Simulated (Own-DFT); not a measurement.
## Calculated data, Si23GeO48 (quartz with substituted atoms, atoms displaced)

Computed with Own-DFT development build. A calculation, not a measurement: plane-wave PBE and HSE06 DFT by an unreviewed code, no spin, of a simulated cell at Gamma alone, so results move with cell size and shape, stress positive in tension, energies less offsets, not probed for a lower state with spin; oxygen file: force components 24 meV/angstrom off all-electron in a glass; k mesh not checked against a denser one; forces and stress are PBE's, HSE06 gives the energy alone, and its difference from PBE has offsets of its own; offsets are fitted by least squares, one for each functional and potential file, so energies compare only between cells with the same atoms and settings and are not formation energies; the far tail of each file's local potential was reset to the Coulomb form; each entry is a single point on an unrelaxed cell, so the pressure reflects the starting lattice, mostly measured values (interpolated for alloys), from which strain is counted, and rises with the displacements; printed positions are rounded, which can move forces by about a meV/angstrom; the program, named Own-DFT, is a retired in-house code; no spin-orbit coupling.

Common to all runs: first functional PBE; second functional HSE06; exact exchange share 0.25; screening 0.11 1/bohr; exchange divergence Gygi-Baldereschi; potential files PseudoDojo norm-conserving, scalar-relativistic, made for PBE, standard set; wave cutoff 48 hartree; occupations fixed; k mesh 1 x 1 x 1 centred on Gamma.

```json
{"entry": 1, "formula": "Si23GeO48", "kind": "quartz with substituted atoms, atoms displaced", "structure": {"cell_angstrom": [[9.8268, 0.0, 0.0], [-4.9134, 8.5103, 0.0], [0.0, 0.0, 10.8104]], "atoms_fractional": [["Si", 0.24363, 0.00125, 0.00651], ["Si", 0.99781, 0.2386, 0.32784], ["Si", 0.26208, 0.26399, 0.17567], ["O", 0.1984, 0.12849, 0.06026], ["O", 0.42362, 0.29192, 0.23029], ["O", 0.35577, 0.06433, 0.39278], ["O", 0.0759, 0.3672, 0.43754], ["O", 0.13504, 0.2093, 0.2684], ["O", 0.29265, 0.42941, 0.10765], ["Si", 0.2343, 0.00029, 0.49594], ["Si", 0.00319, 0.23892, 0.84263], ["Si", 0.27273, 0.26645, 0.67497], ["O", 0.20797, 0.13866, 0.55892], ["O", 0.42525, 0.29504, 0.7222], ["O", 0.35478, 0.07392, 0.89487], ["O", 0.06642, 0.36053, 0.93679], ["O", 0.13348, 0.20407, 0.77414], ["O", 0.29113, 0.42364, 0.6044], ["Si", 0.23961, 0.50829, 0.98978], ["Si", 0.01473, 0.74537, 0.32163], ["Si", 0.27075, 0.75923, 0.16627], ["O", 0.20997, 0.63933, 0.06054], ["O", 0.42659, 0.78641, 0.23164], ["O", 0.36123, 0.56936, 0.39479], ["O", 0.0734, 0.8706, 0.43994], ["O", 0.12657, 0.70688, 0.27092], ["O", 0.28904, 0.92839, 0.10784], ["Si", 0.2282, 0.50427, 0.50105], ["Si", 0.99417, 0.72194, 0.83162], ["Si", 0.26282, 0.76243, 0.66665], ["O", 0.19504, 0.62027, 0.55414], ["O", 0.42922, 0.7924, 0.71871], ["O", 0.35896, 0.56959, 0.89464], ["O", 0.06807, 0.86099, 0.93308], ["O", 0.12273, 0.70827, 0.7727], ["O", 0.28605, 0.92195, 0.61155], ["Si", 0.74408, 0.00237, 0.99904], ["Si", 0.50953, 0.23761, 0.33526], ["Si", 0.77582, 0.27662, 0.17144], ["O", 0.70009, 0.13141, 0.06668], ["O", 0.93295, 0.30013, 0.23097], ["O", 0.85472, 0.06968, 0.39259], ["O", 0.55937, 0.35866, 0.43949], ["O", 0.62631, 0.20096, 0.27925], ["O", 0.7946, 0.42681, 0.10164], ["Si", 0.7372, 0.00223, 0.50525], ["Si", 0.49672, 0.23918, 0.8315], ["Si", 0.75293, 0.26061, 0.67095], ["O", 0.69977, 0.13297, 0.55869], ["O", 0.93174, 0.30454, 0.71576], ["O", 0.87032, 0.0703, 0.88894], ["O", 0.56749, 0.36291, 0.94943], ["O", 0.62555, 0.20118, 0.7768], ["O", 0.79102, 0.42406, 0.60201], ["Si", 0.72163, 0.49777, 0.00786], ["Ge", 0.49492, 0.73543, 0.33653], ["Si", 0.77612, 0.76188, 0.17146], ["O", 0.70541, 0.63749, 0.05522], ["O", 0.92567, 0.78759, 0.23581], ["O", 0.86623, 0.57253, 0.39601], ["O", 0.55926, 0.86118, 0.4401], ["O", 0.63499, 0.70714, 0.27025], ["O", 0.7947, 0.93467, 0.10266], ["Si", 0.73129, 0.50265, 0.50513], ["Si", 0.49547, 0.73533, 0.83694], ["Si", 0.77249, 0.76397, 0.6741], ["O", 0.70075, 0.63488, 0.55829], ["O", 0.93347, 0.80653, 0.72667], ["O", 0.8641, 0.57927, 0.88869], ["O", 0.57535, 0.8715, 0.94135], ["O", 0.62803, 0.70846, 0.77454], ["O", 0.79485, 0.93691, 0.60721]]}, "results": {"PBE_energy_of_cell_above_offsets [eV]": "-10.998", "HSE06_less_PBE_above_offsets [eV]": "-0.096", "PBE_pressure [GPa]": 12.45, "PBE_stress_xx [GPa]": -16.55, "PBE_stress_yy [GPa]": -7.08, "PBE_stress_zz [GPa]": -13.71, "PBE_stress_yz [GPa]": -0.44, "PBE_stress_xz [GPa]": 0.09, "PBE_stress_xy [GPa]": 1.82, "force_element": ["Si", "Si", "Si", "O", "O", "O", "O", "O", "O", "Si", "Si", "Si", "O", "O", "O", "O", "O", "O", "Si", "Si", "Si", "O", "O", "O", "O", "O", "O", "Si", "Si", "Si", "O", "O", "O", "O", "O", "O", "Si", "Si", "Si", "O", "O", "O", "O", "O", "O", "Si", "Si", "Si", "O", "O", "O", "O", "O", "O", "Si", "Ge", "Si", "O", "O", "O", "O", "O", "O", "Si", "Si", "Si", "O", "O", "O", "O", "O", "O"], "force_x [eV/angstrom]": [-7.198, 3.515, 3.216, 0.2, 1.438, 3.405, -1.182, -5.196, -0.737, -1.587, -0.306, -8.033, 0.84, 6.724, 2.715, 0.862, -0.802, -0.066, -4.573, -4.511, -2.14, 0.214, -7.529, -1.134, -0.894, 9.199, 4.137, 6.593, -3.343, -1.257, -5.168, -0.112, 4.746, 1.513, 7.356, -0.333, -3.687, -6.596, -2.416, 1.261, -2.655, 1.742, 1.236, 6.353, 0.378, -3.883, -0.439, 3.465, -0.746, 0.359, -0.52, -1.247, -0.653, -0.093, 3.37, 6.732, -6.008, -0.767, -2.524, 0.318, 1.621, 3.071, 4.159, 0.219, 0.691, -4.574, -0.593, 2.173, -3.789, -0.727, 1.276, 2.92], "force_y [eV/angstrom]": [-0.525, -2.899, 1.594, 0.95, 0.114, 2.783, -1.487, -2.195, 0.277, 0.557, -4.799, -0.894, -0.628, 1.512, 2.599, 7.382, 0.3, 0.38, -5.703, -1.973, 3.527, -2.558, 3.528, -3.963, -1.9, -1.61, -3.647, -6.37, 7.063, -1.368, 7.503, -0.609, 3.523, 1.797, -1.267, 0.946, 1.893, -2.628, -3.968, 0.541, 2.005, 2.228, 3.796, 0.295, 0.928, -0.799, -1.631, 1.092, 0.257, -1.367, -0.256, -1.432, -0.221, -0.62, 0.73, -4.983, 1.818, 1.796, 2.543, 1.274, 7.994, -0.446, -3.847, -1.027, 1.482, 1.345, 1.312, -0.512, -6.749, -0.852, -0.371, -3.563], "force_z [eV/angstrom]": [-3.438, 5.75, -6.742, 1.222, 0.193, -3.476, -1.003, 4.794, -1.147, 4.363, -9.798, -5.835, 0.351, 3.007, -3.132, 6.399, 1.433, 0.703, 8.759, 11.7, 1.839, -2.963, -9.27, 1.173, -1.631, -4.367, 4.657, -1.911, 0.696, -0.924, 5.104, 1.318, -6.179, 2.373, -3.613, -1.061, -1.17, 0.583, -0.492, -0.13, -3.53, -2.537, 3.471, -3.535, 0.998, -2.415, 2.432, -2.191, 0.536, 2.602, 0.107, -1.742, 0.939, 1.721, -3.405, 1.769, -2.223, 1.562, -4.379, -0.936, 7.842, -1.2, 4.492, -3.631, -1.465, -2.894, 1.668, 0.912, 3.833, -0.43, -0.131, 3.624]}}
{"entry": 2, "formula": "Si23GeO48", "kind": "quartz with substituted atoms, atoms displaced", "structure": {"cell_angstrom": [[9.8268, 0.0, 0.0], [-4.9134, 8.5103, 0.0], [0.0, 0.0, 10.8104]], "atoms_fractional": [["Si", 0.22853, 0.99441, 0.00378], ["Si", 0.99716, 0.2316, 0.33129], ["Si", 0.2659, 0.26864, 0.17282], ["O", 0.20695, 0.13417, 0.06278], ["O", 0.42505, 0.29051, 0.22628], ["O", 0.35534, 0.06719, 0.39612], ["O", 0.0775, 0.36439, 0.43689], ["O", 0.13497, 0.20751, 0.27828], ["O", 0.29095, 0.42478, 0.11146], ["Si", 0.22953, 0.99837, 0.4972], ["Si", 0.99225, 0.22979, 0.83518], ["Si", 0.26761, 0.25714, 0.66751], ["O", 0.21239, 0.13418, 0.55693], ["O", 0.42505, 0.28552, 0.72171], ["O", 0.36368, 0.07487, 0.88816], ["O", 0.08442, 0.37028, 0.93752], ["O", 0.13916, 0.21262, 0.77926], ["O", 0.29115, 0.41783, 0.60345], ["Si", 0.22849, 0.49367, 0.01041], ["Si", 0.99086, 0.73191, 0.32834], ["Si", 0.25686, 0.7648, 0.16424], ["O", 0.22059, 0.6416, 0.05944], ["O", 0.42959, 0.79904, 0.22821], ["O", 0.36542, 0.57459, 0.39424], ["O", 0.05569, 0.8535, 0.44152], ["O", 0.13279, 0.69747, 0.26963], ["O", 0.29994, 0.9312, 0.10705], ["Ge", 0.22621, 0.50381, 0.50374], ["Si", 0.0058, 0.7357, 0.8246], ["Si", 0.26814, 0.76398, 0.66462], ["O", 0.20633, 0.63832, 0.56931], ["O", 0.42741, 0.79745, 0.73218], ["O", 0.37079, 0.56923, 0.88884], ["O", 0.0673, 0.87024, 0.93876], ["O", 0.13037, 0.7118, 0.7748], ["O", 0.28699, 0.91186, 0.60296], ["Si", 0.7423, 0.00595, 0.0023], ["Si", 0.50227, 0.24922, 0.32875], ["Si", 0.75677, 0.25952, 0.17007], ["O", 0.70711, 0.12397, 0.05312], ["O", 0.91352, 0.29181, 0.22846], ["O", 0.87686, 0.08518, 0.39242], ["O", 0.57873, 0.37536, 0.44178], ["O", 0.64571, 0.20921, 0.27234], ["O", 0.79958, 0.43685, 0.1089], ["Si", 0.73275, 0.00181, 0.50571], ["Si", 0.50647, 0.23445, 0.83106], ["Si", 0.77194, 0.27535, 0.6656], ["O", 0.69989, 0.13138, 0.55961], ["O", 0.93289, 0.3014, 0.73144], ["O", 0.8614, 0.07162, 0.8923], ["O", 0.57489, 0.3661, 0.93745], ["O", 0.62655, 0.20577, 0.78498], ["O", 0.79547, 0.42171, 0.6085], ["Si", 0.73131, 0.4939, 0.99717], ["Si", 0.50223, 0.72761, 0.33567], ["Si", 0.76249, 0.76922, 0.15512], ["O", 0.7076, 0.64327, 0.05824], ["O", 0.93284, 0.80356, 0.22883], ["O", 0.86481, 0.5757, 0.39211], ["O", 0.58561, 0.87365, 0.4391], ["O", 0.63375, 0.70197, 0.27097], ["O", 0.79314, 0.92553, 0.12227], ["Si", 0.74215, 0.5071, 0.49769], ["Si", 0.50411, 0.74708, 0.82912], ["Si", 0.77403, 0.76491, 0.66433], ["O", 0.7072, 0.63789, 0.55561], ["O", 0.93291, 0.79701, 0.73054], ["O", 0.86365, 0.5692, 0.89444], ["O", 0.56415, 0.86905, 0.94137], ["O", 0.63786, 0.71057, 0.77716], ["O", 0.79528, 0.92903, 0.60869]]}, "results": {"PBE_energy_of_cell_above_offsets [eV]": "-13.287", "HSE06_less_PBE_above_offsets [eV]": "-0.193", "PBE_pressure [GPa]": 12.51, "PBE_stress_xx [GPa]": -12.55, "PBE_stress_yy [GPa]": -13.74, "PBE_stress_zz [GPa]": -11.23, "PBE_stress_yz [GPa]": -0.63, "PBE_stress_xz [GPa]": 0.13, "PBE_stress_xy [GPa]": 2.39, "force_element": ["Si", "Si", "Si", "O", "O", "O", "O", "O", "O", "Si", "Si", "Si", "O", "O", "O", "O", "O", "O", "Si", "Si", "Si", "O", "O", "O", "O", "O", "O", "Ge", "Si", "Si", "O", "O", "O", "O", "O", "O", "Si", "Si", "Si", "O", "O", "O", "O", "O", "O", "Si", "Si", "Si", "O", "O", "O", "O", "O", "O", "Si", "Si", "Si", "O", "O", "O", "O", "O", "O", "Si", "Si", "Si", "O", "O", "O", "O", "O", "O"], "force_x [eV/angstrom]": [0.697, 0.114, -1.05, -0.237, -0.575, 3.198, -4.014, 0.636, 0.693, -0.748, 3.889, -3.273, -1.293, 2.717, -0.958, -2.514, -0.605, 1.607, 2.999, 3.425, 4.442, -0.985, -0.263, 1.545, 1.399, -3.56, -0.401, 4.146, -4.82, -0.389, -2.938, -2.689, -1.079, 0.026, 7.239, -1.997, 0.753, 3.886, 2.989, -4.389, 4.208, -2.99, -0.663, -8.387, 0.133, 3.138, -9.544, 0.861, -0.72, -1.775, 1.082, -1.371, 11.28, -2.847, -0.373, -1.331, 3.399, 1.349, -2.507, 0.908, -1.562, 0.652, -3.526, -0.696, 2.515, -2.861, 0.585, -2.141, 1.36, 2.017, 1.416, 0.771], "force_y [eV/angstrom]": [2.205, 4.363, -2.387, 0.548, 1.587, 3.931, -3.539, -0.186, 0.445, -4.001, 2.255, 1.604, -0.343, 0.691, -1.168, -2.539, -0.862, -0.683, 3.636, 0.854, 1.514, -1.103, -0.704, 0.105, 2.148, -0.479, 0.283, -1.16, -0.675, 2.026, -0.8, 1.395, 0.543, -1.151, -1.103, 4.047, -7.39, -4.405, 2.611, 6.558, 0.448, -5.815, -1.466, -2.044, -2.208, 1.139, 0.26, -7.273, 2.25, 0.089, -0.75, -0.435, -0.47, 6.29, 3.099, 3.404, -4.248, -4.73, 0.042, -1.487, -2.801, -0.401, 8.497, -0.994, -4.729, 0.934, -0.569, 0.94, 1.798, 1.988, 0.606, -0.035], "force_z [eV/angstrom]": [-2.362, -1.829, -2.008, 0.802, -1.98, -4.064, -2.289, -0.375, 1.293, 1.562, 0.009, 0.297, 0.193, 0.936, 1.626, -0.512, -0.307, 2.016, -4.318, -0.186, 1.438, -1.171, 0.511, -1.401, 1.544, 2.43, 0.116, 0.263, 7.507, 5.892, -1.555, -3.623, 1.376, -0.407, -3.113, -2.072, -0.523, 4.462, -8.317, 4.372, 0.997, 4.008, -1.122, 6.701, 0.857, -1.845, 3.028, 3.911, 1.841, -1.476, -0.724, 0.427, -6.103, -3.499, 1.396, -1.879, 7.273, -4.073, -2.829, -0.793, -1.439, -0.101, -4.594, 2.106, 4.489, 1.937, -0.039, -3.022, -1.991, 1.374, -1.609, 0.562]}}
{"entry": 3, "formula": "Si23GeO48", "kind": "quartz with substituted atoms, atoms displaced", "structure": {"cell_angstrom": [[9.8268, 0.0, 0.0], [-4.9134, 8.5103, 0.0], [0.0, 0.0, 10.8104]], "atoms_fractional": [["Si", 0.23736, 0.99266, 0.00216], ["Si", 0.99687, 0.23044, 0.3326], ["Si", 0.2576, 0.25746, 0.15805], ["O", 0.21179, 0.13558, 0.06598], ["O", 0.43811, 0.30308, 0.22611], ["O", 0.36218, 0.06238, 0.38315], ["O", 0.0733, 0.35698, 0.44673], ["O", 0.13381, 0.2034, 0.27496], ["O", 0.30158, 0.4315, 0.10915], ["Si", 0.23629, 0.99303, 0.49913], ["Si", 0.00238, 0.23325, 0.84273], ["Si", 0.26027, 0.26119, 0.67391], ["O", 0.19787, 0.13331, 0.5587], ["O", 0.42534, 0.29201, 0.72284], ["O", 0.36562, 0.07721, 0.88689], ["O", 0.07802, 0.3664, 0.94269], ["O", 0.13066, 0.20153, 0.77358], ["O", 0.29352, 0.43065, 0.61078], ["Si", 0.24171, 0.50139, 0.99699], ["Si", 0.00508, 0.73738, 0.33002], ["Si", 0.26356, 0.76281, 0.16726], ["O", 0.20969, 0.63917, 0.05834], ["O", 0.42897, 0.79189, 0.22864], ["O", 0.37459, 0.5658, 0.38417], ["O", 0.06664, 0.86011, 0.44054], ["O", 0.1518, 0.71923, 0.27647], ["O", 0.30071, 0.92793, 0.10421], ["Si", 0.2352, 0.49701, 0.49964], ["Si", 0.00267, 0.73301, 0.83571], ["Si", 0.26571, 0.76438, 0.67063], ["O", 0.20673, 0.63933, 0.55246], ["O", 0.41463, 0.78627, 0.72489], ["O", 0.3678, 0.57381, 0.89286], ["O", 0.07258, 0.86448, 0.93834], ["O", 0.12496, 0.69834, 0.77681], ["O", 0.29112, 0.92904, 0.60951], ["Si", 0.72779, 0.99429, 0.99619], ["Si", 0.50352, 0.23118, 0.32755], ["Si", 0.76826, 0.2609, 0.16499], ["O", 0.70742, 0.13128, 0.05435], ["O", 0.93015, 0.2969, 0.2271], ["O", 0.8613, 0.06469, 0.3912], ["O", 0.57371, 0.36371, 0.44065], ["O", 0.64296, 0.21299, 0.27571], ["O", 0.78677, 0.41501, 0.11658], ["Ge", 0.72644, 0.99724, 0.50704], ["Si", 0.49847, 0.23094, 0.83524], ["Si", 0.76616, 0.27101, 0.67065], ["O", 0.69669, 0.13017, 0.55877], ["O", 0.93163, 0.29946, 0.73907], ["O", 0.87337, 0.08552, 0.89726], ["O", 0.5832, 0.37283, 0.93049], ["O", 0.63697, 0.2165, 0.77379], ["O", 0.79366, 0.43707, 0.60384], ["Si", 0.73274, 0.50147, 0.00117], ["Si", 0.49619, 0.73697, 0.34067], ["Si", 0.77271, 0.76633, 0.16201], ["O", 0.7096, 0.64017, 0.04521], ["O", 0.9205, 0.79465, 0.22932], ["O", 0.88012, 0.58591, 0.39179], ["O", 0.5839, 0.87146, 0.4324], ["O", 0.63986, 0.71213, 0.27239], ["O", 0.79299, 0.92289, 0.10803], ["Si", 0.72907, 0.49995, 0.49901], ["Si", 0.50426, 0.72719, 0.82569], ["Si", 0.77435, 0.76026, 0.66868], ["O", 0.71553, 0.6398, 0.5676], ["O", 0.92587, 0.79065, 0.72008], ["O", 0.86615, 0.57144, 0.88634], ["O", 0.56477, 0.85969, 0.94329], ["O", 0.63379, 0.70127, 0.77644], ["O", 0.78842, 0.9216, 0.60693]]}, "results": {"PBE_energy_of_cell_above_offsets [eV]": "-16.125", "HSE06_less_PBE_above_offsets [eV]": "-0.190", "PBE_pressure [GPa]": 10.63, "PBE_stress_xx [GPa]": -10.61, "PBE_stress_yy [GPa]": -12.05, "PBE_stress_zz [GPa]": -9.24, "PBE_stress_yz [GPa]": -2.0, "PBE_stress_xz [GPa]": -1.03, "PBE_stress_xy [GPa]": -1.46, "force_element": ["Si", "Si", "Si", "O", "O", "O", "O", "O", "O", "Si", "Si", "Si", "O", "O", "O", "O", "O", "O", "Si", "Si", "Si", "O", "O", "O", "O", "O", "O", "Si", "Si", "Si", "O", "O", "O", "O", "O", "O", "Si", "Si", "Si", "O", "O", "O", "O", "O", "O", "Ge", "Si", "Si", "O", "O", "O", "O", "O", "O", "Si", "Si", "Si", "O", "O", "O", "O", "O", "O", "Si", "Si", "Si", "O", "O", "O", "O", "O", "O"], "force_x [eV/angstrom]": [-1.691, 0.589, 1.173, 1.571, -2.045, 0.113, -0.596, 0.346, -0.538, -3.28, 1.113, 0.758, 1.553, 1.507, -1.571, 0.14, -1.565, 0.575, -1.272, 0.321, 4.07, 0.471, -1.38, -2.151, 0.973, -3.6, 0.685, 0.524, -2.794, -5.493, 0.55, 6.276, 1.056, 0.218, 3.428, 1.417, 2.274, -1.808, 0.451, -0.851, 0.686, 1.835, -0.671, 0.994, -2.794, 4.63, -0.41, 1.912, -4.43, -2.001, -2.052, -1.238, 0.229, 2.248, 3.386, 3.363, -4.721, -0.419, 4.674, -2.465, -5.474, -0.736, -1.336, 1.408, -4.179, -6.497, -0.513, 6.606, -0.836, -0.069, 3.282, 4.069], "force_y [eV/angstrom]": [2.22, -0.957, 7.173, -7.397, -0.832, 0.403, -0.129, 0.109, -0.107, 2.423, 3.124, 0.856, -1.046, -0.045, -3.666, 1.049, -0.796, -0.572, 0.36, 1.398, 1.377, -1.784, 0.478, -1.981, 2.003, -1.112, -0.119, 1.089, -0.001, -1.41, -0.124, 0.603, 0.063, 1.625, 0.214, -1.113, -0.202, 0.377, -2.404, 0.723, 0.129, 2.058, -0.929, -1.31, 5.169, 2.61, 3.538, 0.858, 6.836, 0.053, -5.721, -0.665, -1.202, -2.421, -1.244, -1.426, -2.126, 1.126, 0.508, -4.471, -4.592, -0.27, 2.75, 2.272, 1.816, 3.167, -4.058, 1.144, -1.417, -0.918, -0.136, -2.993], "force_z [eV/angstrom]": [-1.877, 1.379, 8.555, -6.963, -1.497, 0.584, -0.665, -0.946, -0.849, -1.45, -3.71, -4.431, -0.342, 1.361, 2.587, 1.334, 2.459, 1.037, 2.926, -0.731, -1.134, -1.459, -1.141, 2.813, 1.142, 2.53, 0.911, -0.893, -1.706, -3.201, 0.309, 2.904, -1.553, 1.585, -1.932, 1.828, 1.429, 1.377, 0.969, 0.776, -0.257, -2.254, -0.659, 0.076, -3.898, -1.357, -2.716, -2.101, 4.286, -1.911, 2.308, 0.824, 0.561, 2.369, -0.104, -4.519, 0.818, 1.453, 0.732, 2.243, -1.758, 0.07, -2.515, -2.069, 2.349, 0.064, -4.337, 4.149, 1.906, -1.941, -1.632, 5.495]}}
```
